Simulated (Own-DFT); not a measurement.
Simulation results for Si3Ge (layered order of Si and Ge on the diamond lattice, atoms displaced)

A calculation, not a measurement: plane-wave PBE density functional theory by an unreviewed code, no spin, of a simulated periodic cell, stress positive in tension, free energy of the whole cell less one offset for each atom, forces on such cells passed a denser k mesh, this cell's mesh not checked; offsets are fitted by least squares, one for each functional and potential file, so energies compare only between cells with the same atoms and settings and are not formation energies; the far tail of each file's local potential was reset to the Coulomb form; each entry is a single point on an unrelaxed cell, so the pressure reflects the starting lattice, mostly measured values, from which strain is counted, and rises with the displacements; printed positions are rounded, which can move forces by about a meV/angstrom; the program is a retired in-house code; no spin-orbit coupling. Program: Own-DFT development build.

Settings shared by all entries: functional PBE; potential files PseudoDojo norm-conserving, scalar-relativistic, standard set; wave cutoff 42 hartree; occupations Fermi-Dirac; smearing width 0.1 eV; k mesh 3 x 3 x 3 centred on Gamma.

(1) 
```xyz
64
Lattice="10.9755 0.0000 0.0000 0.0000 10.9755 0.0000 0.0000 0.0000 10.9755" Properties=species:S:1:pos:R:3:force_x:R:1:force_y:R:1:force_z:R:1 formula=Si3Ge free_energy_of_cell_above_offsets=-5.172 pressure=2.49 stress_xx=-2.5 stress_yy=-2.48 stress_zz=-2.5 stress_yz=0.09 stress_xz=0.06 stress_xy=0.33
Ge    10.9609    10.9247     0.0232     -0.325      0.587     -0.443
Si     0.0134     2.7541     2.7250     -0.163      0.221      1.057
Si     2.7331    10.9261     2.7598      0.163       0.36      0.375
Ge     2.7591     2.7599     0.0581     -0.634     -0.837     -1.333
Ge     1.3443     1.3394     1.3887      0.375      0.055      0.452
Si     1.3738     4.1694     4.1348      0.233      -0.41     -0.255
Si     4.1053     1.3751     4.1126     -0.069     -0.239     -0.222
Ge     4.0489     4.1312     1.3680      1.027      0.247      1.378
Si     0.0165    10.9630     5.5122      0.192     -0.068     -0.069
Si     0.0159     2.7379     8.2641     -0.236      0.388      -0.13
Si     2.7919     0.0868     8.2047     -0.889     -1.016        0.7
Si     2.8295     2.7524     5.4689      -1.34     -0.034      0.069
Si     1.3881     1.3707     6.9198     -0.035      0.538     -0.976
Si     1.3862     4.1467     9.6429      0.155     -0.759     -0.814
Si     4.0969     1.3547     9.5846      0.452      0.614      0.206
Si     4.1125     4.0896     6.8376      0.458      0.493      0.253
Ge    10.9746     5.4983    10.9156      0.283      0.054      0.444
Si     0.0228     8.1636     2.7128     -0.493      0.658      0.997
Si     2.7196     5.5662     2.7090      0.216     -0.855      1.116
Ge     2.6599     8.2395    10.9636      1.147      0.493     -0.927
Ge     1.3975     6.8772     1.3563     -0.785     -0.421      0.118
Si     1.3943     9.5539     4.1117     -0.397     -0.041      0.216
Si     4.1426     6.7947     4.1202      0.004      0.796      0.127
Ge     4.1470     9.5695     1.4080     -0.857      0.117     -0.135
Si    10.9480     5.4926     5.5069      0.181      0.176     -0.087
Si    10.9338     8.2443     8.2074       0.23     -0.208      0.447
Si     2.7574     5.4574     8.2527      0.005      0.239     -0.242
Si     2.7461     8.1975     5.5056      0.346       0.15       0.22
Si     1.3510     6.8515     6.8976      0.183     -0.036     -0.131
Si     1.3042     9.6383     9.6054      0.787     -0.146     -1.287
Si     4.1341     6.8513     9.6072     -0.809      0.539     -0.715
Si     4.1218     9.6793     6.9075      0.127     -0.756      -0.78
Ge     5.4771    10.9364    10.9721     -0.117      0.362      -0.57
Si     5.4807     2.7528     2.8147      0.143      0.175     -0.452
Si     8.1910    10.9718     2.7182      0.681      0.508      1.319
Ge     8.2138     2.7358     0.0031      0.564      0.528     -0.419
Ge     6.8717     1.3446     1.3566     -0.744      0.521      0.725
Si     6.8865     4.1554     4.1250     -0.268      -0.51      0.208
Si     9.6184     1.3993     4.1847      0.035     -0.413     -0.969
Ge     9.6150     4.2056     1.4093      0.021     -1.101     -0.159
Si     5.4849     0.0547     5.4608     -0.058     -0.399      0.337
Si     5.4674     2.7131     8.1916      0.309      0.477      0.741
Si     8.2394    10.9700     8.2093     -0.026     -0.097      0.252
Si     8.2510     2.7622     5.4663      -0.59     -0.206      0.417
Si     6.8503     1.3513     6.8698      0.368      0.405     -0.369
Si     6.8352     4.1736     9.6647      0.067      -0.72     -1.473
Si     9.6144     1.3428     9.6076     -0.141      0.229     -0.441
Si     9.5777     4.1212     6.8167      0.345     -0.258      0.722
Ge     5.4343     5.5122    10.9632      0.251     -0.173      0.195
Si     5.4797     8.2633     2.7611      0.292     -0.753      0.896
Si     8.2432     5.4652     2.7801      -0.47      0.652      0.119
Ge     8.2184     8.2412     0.0211      0.385     -0.287     -0.607
Ge     6.8404     6.8558     1.3847      0.054     -0.047      0.748
Si     6.8389     9.6618     4.0933     -0.044     -0.429      0.337
Si     9.5808     6.8371     4.1037      0.111       0.49      0.424
Ge     9.5840     9.6207     1.4280      0.187     -0.679      0.383
Si     5.5506     5.5119     5.5230     -0.482     -0.447     -0.147
Si     5.4719     8.2297     8.2381       0.36      0.224     -0.037
Si     8.2235     5.4973     8.2020      0.136     -0.264      0.516
Si     8.1809     8.2550     5.5047      0.427      0.049     -0.761
Si     6.8955     6.8685     6.8514     -0.488       0.35      0.437
Si     6.8749     9.6092     9.6236     -0.078     -0.202     -0.957
Si     9.6228     6.8258     9.6128     -0.698      0.826      -0.97
Si     9.5897     9.5810     6.8439     -0.068      0.291     -0.074
```

Units: free_energy_of_cell_above_offsets in eV; pressure, stress_xx, stress_yy, stress_zz, stress_yz, stress_xz, stress_xy in GPa; force_x, force_y, force_z in eV/Å.

(2) 
```xyz
64
Lattice="10.9755 0.0000 0.0000 0.0000 10.9755 0.0000 0.0000 0.0000 10.9755" Properties=species:S:1:pos:R:3:force_x:R:1:force_y:R:1:force_z:R:1 formula=Si3Ge free_energy_of_cell_above_offsets=-5.177 pressure=2.47 stress_xx=-2.44 stress_yy=-2.51 stress_zz=-2.47 stress_yz=-0.16 stress_xz=-0.1 stress_xy=-0.8
Ge    10.9668     0.0131     0.0239     -0.113      0.084     -1.623
Si    10.9494     2.7259     2.7569      0.414      0.076      0.688
Si     2.7500     0.0271     2.7759     -0.546     -0.227     -0.068
Ge     2.8008     2.7408     0.0309     -0.997     -0.105      -0.88
Ge     1.2755     1.3740     1.3647      1.498      0.355      0.952
Si     1.3832     4.0857     4.1057     -0.268      0.057      0.194
Si     4.0909     1.4197     4.0909      0.368     -0.465      0.643
Ge     4.1504     4.1474     1.3510     -0.574     -0.552      1.748
Si    10.9470    10.9550     5.4569      0.025      0.019      0.305
Si     0.0118     2.7666     8.2163     -0.351      -0.32      0.175
Si     2.7443     0.0146     8.1922      0.099     -0.312      0.403
Si     2.7475     2.7662     5.5039     -0.413     -0.624     -0.271
Si     1.3718     1.3591     6.8662     -0.299      0.113     -0.489
Si     1.3557     4.1326     9.5962      0.412     -0.059     -0.034
Si     4.1078     1.3599     9.5943      0.183      0.002      -0.32
Si     4.0594     4.0715     6.8567      1.002      1.068     -0.077
Ge     0.0064     5.5326     0.0283      -0.88      -0.51      -1.23
Si     0.0457     8.2578     2.7073       -0.8     -0.337      0.473
Si     2.6853     5.4808     2.7589      0.898     -0.127      0.295
Ge     2.7779     8.2340    10.9621     -0.432     -0.274      -0.63
Ge     1.3808     6.8413     1.3682      0.293      0.607      0.568
Si     1.3646     9.5655     4.0920      0.347      0.517      0.394
Si     4.1245     6.8457     4.1099      0.054     -0.083      0.188
Ge     4.1068     9.6030     1.3609      0.176     -0.137      1.409
Si     0.0490     5.4734     5.5001     -0.328      0.347     -0.255
Si    10.9608     8.2552     8.2206       0.08      0.137      0.358
Si     2.7703     5.4923     8.2400     -0.749     -0.217     -0.407
Si     2.7503     8.2249     5.4857     -0.001      0.025      -0.05
Si     1.3599     6.9012     6.8835      0.381     -0.399     -0.089
Si     1.3690     9.6281     9.6322      0.109     -0.081     -0.898
Si     4.0963     6.8225     9.5784      0.461      0.418     -0.109
Si     4.1321     9.5983     6.8436      0.135     -0.202      0.225
Ge     5.4703    10.9697     0.0462       0.49      0.438     -1.122
Si     5.4943     2.7192     2.7639     -0.004      0.748      0.267
Si     8.2017    10.9661     2.7912      0.672      0.269     -0.311
Ge     8.1945     2.7647    10.9654      0.582     -0.036     -0.943
Ge     6.8968     1.4208     1.3859     -0.535     -0.795      0.665
Si     6.8584     4.1379     4.1248      0.188     -0.433     -0.158
Si     9.5996     1.4024     4.0852     -0.427     -0.337      0.785
Ge     9.6211     4.0443     1.4041     -0.283      1.108       0.07
Si     5.5188    10.9667     5.4831     -0.459      0.258     -0.241
Si     5.4514     2.8094     8.2709      0.306     -0.882     -0.425
Si     8.2385    10.9320     8.2230     -0.285      0.286     -0.007
Si     8.2121     2.7657     5.5292      0.253     -0.159     -0.498
Si     6.8708     1.3477     6.8576     -0.295      0.437      0.468
Si     6.8704     4.1479     9.5785     -0.365      0.362     -0.138
Si     9.5685     1.3366     9.5906      0.303      0.497     -0.488
Si     9.6167     4.1372     6.8355          0     -0.108      0.261
Ge     5.4519     5.5052     0.0442      0.651      0.169     -1.623
Si     5.5372     8.2243     2.7782     -0.642     -0.002       -0.1
Si     8.2299     5.4961     2.7562      0.235     -0.421      0.252
Ge     8.1619     8.1957     0.0395      0.721       1.12     -1.432
Ge     6.8700     6.8413     1.3574     -0.445     -0.251       1.42
Si     6.8716     9.6017     4.1024     -0.294      0.041      0.308
Si     9.5910     6.8571     4.1156       0.75      0.024     -0.238
Ge     9.6211     9.6428     1.3182      -0.82     -0.744       1.43
Si     5.5750     5.5048     5.4773     -1.084     -0.095      0.591
Si     5.5221     8.2017     8.2778      -0.51     -0.036      -0.75
Si     8.2284     5.5102     8.1985      0.582     -0.443       0.36
Si     8.2192     8.2267     5.4215      0.166     -0.052      0.726
Si     6.9301     6.8590     6.8896     -0.732      0.458     -0.643
Si     6.8283     9.6091     9.5606      0.199      0.066      0.524
Si     9.5424     6.9238     9.5564      0.489     -0.546      0.174
Si     9.5537     9.5614     6.8779       0.41      0.266     -0.773
```

Units: free_energy_of_cell_above_offsets in eV; pressure, stress_xx, stress_yy, stress_zz, stress_yz, stress_xz, stress_xy in GPa; force_x, force_y, force_z in eV/Å.
